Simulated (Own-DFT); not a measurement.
# Strain and stress in 4H SiC, 32 atoms (C16Si16)

These are calculations, not measurements. They come from Own-DFT, an in-house plane-wave density functional program, since retired, whose code no person has reviewed. Each row is one single-point run on a periodic cell that was not relaxed, without spin or spin-orbit coupling.

Settings of every run: PBE; PseudoDojo norm-conserving scalar-relativistic files; cutoff 42 hartree; 5 x 5 x 3 k mesh centred on Gamma; Fermi-Dirac smearing of 0.1 eV.

Known limits: forces on such cells passed a denser k mesh, each cell not checked; stress not checked against mesh or cutoff.

Unstrained cell vectors in Å: (6.165, 0.000, 0.000); (-3.083, 5.339, 0.000); (0.000, 0.000, 10.068). The unstrained cell has measured lattice constants (interpolated for alloys), not those of this functional. That, the random moves and any unrelaxed bonds set the pressure at no strain. Each run strains this cell uniformly, with the atoms carried along. Every atom was also moved at random, by a Gaussian of width 0.05 Å on each axis. Strain is the symmetric tensor, in per cent. Stress is positive in tension, and the pressure is minus a third of its trace.

| run | e_xx (%) | e_yy (%) | e_zz (%) | e_yz (%) | e_xz (%) | e_xy (%) | s_xx (GPa) | s_yy (GPa) | s_zz (GPa) | s_yz (GPa) | s_xz (GPa) | s_xy (GPa) | P (GPa) | E (meV/atom) |
|---|---|---|---|---|---|---|---|---|---|---|---|---|---|---|
| 1 | 0.07 | -0.53 | 0.59 | -1.74 | 0.60 | 0.97 | -4.37 | -6.11 | -4.81 | -5.63 | 2.98 | 3.78 | 5.10 | 25.1 |
| 2 | 1.45 | 0.85 | -1.72 | 0.96 | 1.68 | -1.95 | 4.24 | -1.99 | -15.51 | 3.23 | 5.64 | -7.15 | 4.42 | 28.7 |
| 3 | -0.28 | -1.68 | -0.37 | 1.69 | -1.54 | -1.89 | -11.44 | -12.52 | -10.04 | 5.56 | -5.19 | -9.44 | 11.34 | 44.3 |
| 4 | -1.76 | -0.69 | 0.23 | -0.84 | -1.84 | 1.74 | -17.73 | -11.09 | -6.55 | -4.52 | -5.61 | 9.87 | 11.79 | 55.4 |
| 5 | -0.46 | -0.34 | 1.82 | 1.82 | 0.50 | 0.29 | -8.30 | -3.86 | 3.83 | 4.61 | 1.31 | 1.16 | 2.77 | 4.6 |
| 6 | 1.73 | -1.34 | -1.50 | 0.52 | 0.77 | -0.80 | 1.34 | -10.39 | -15.06 | 1.49 | 2.34 | -3.72 | 8.04 | 23.2 |
| 7 | -0.57 | 1.28 | 0.36 | 1.09 | 0.72 | 1.78 | -6.02 | 0.93 | -3.95 | 2.41 | 1.62 | 5.91 | 3.01 | 17.3 |
| 8 | -0.47 | 1.78 | -1.92 | -1.59 | -1.12 | 1.69 | -9.25 | 4.35 | -16.46 | -4.52 | -5.04 | 8.86 | 7.12 | 23.9 |
| 9 | -1.34 | -1.04 | 0.35 | -1.48 | -1.11 | -1.12 | -11.66 | -15.86 | -6.07 | -6.48 | -4.19 | -6.54 | 11.20 | 54.7 |
| 10 | 0.23 | 1.11 | 0.00 | -0.36 | -1.24 | 0.59 | -0.28 | 1.42 | -7.45 | -1.38 | -5.63 | 1.85 | 2.10 | 0.0 |
| 11 | 1.73 | -0.85 | -0.55 | 1.80 | 1.38 | 1.32 | 4.28 | -8.58 | -9.21 | 6.62 | 4.96 | 6.58 | 4.50 | 10.0 |
| 12 | -0.90 | -0.99 | -0.78 | 0.49 | 0.75 | 1.74 | -12.52 | -11.90 | -16.02 | 0.02 | 3.26 | 10.42 | 13.48 | 93.6 |
| 13 | -1.46 | 0.19 | 1.78 | -0.37 | 0.28 | 1.75 | -12.30 | -2.94 | 3.73 | -0.56 | 0.47 | 5.92 | 3.83 | 10.3 |
| 14 | 1.00 | -1.49 | -1.34 | -0.31 | 0.10 | 1.32 | -0.45 | -13.81 | -15.01 | -1.05 | -0.47 | 6.81 | 9.76 | 24.6 |
| 15 | 1.39 | 1.05 | -0.16 | 1.31 | -1.13 | -0.77 | 4.27 | 1.54 | -6.75 | 5.02 | -3.78 | -2.15 | 0.31 | 9.7 |
| 16 | 1.71 | -0.96 | -0.57 | 1.66 | 1.94 | 0.50 | ? | ? | ? | ? | ? | ? | ? | ? |

E is the free energy for each atom above the lowest run shown.

## Worked fit

Each stress component was fitted by least squares to a constant and the strains of the runs shown, as fractions, with shears doubled. Shear strains stay in the fit of a normal stress only where such slopes are resolved. The slopes, in GPa:

```
stress,at no strain,per e_xx,per e_yy,per e_zz,scatter
s_xx,-5.1,628 ± 43,133 ± 38,100 ± 45,1.60
s_yy,-4.9,123 ± 49,544 ± 43,106 ± 51,1.83
s_zz,-7.0,70 ± 33,73 ± 29,603 ± 35,1.24
```

Each shear stress against twice its own strain: yz 157 ± 12, xz 177 ± 11, xy 240 ± 17 GPa. These are stiffnesses along x, y and z of the frame in which the cell vectors are given, which need not be the crystal's axes. The atoms are held to the strained lattice; where symmetry lets them move under strain, relaxing them would lower some slopes. The table should be nearly symmetric about its diagonal, and what it lacks of that shows the noise. A ninth of its sum, 264 ± 8 GPa, estimates the bulk modulus near the mean pressure of these runs, 6.6 GPa, so it lies above the value at zero pressure.

## Withheld run

Question: what normal stresses and pressure should run 16 give?

The fit gives s_xx = 3.8, s_yy = -8.6, s_zz = -9.9 and P = 4.9 GPa. The calculation gave 2.58, -8.62, -10.28 and P = 5.44 GPa.
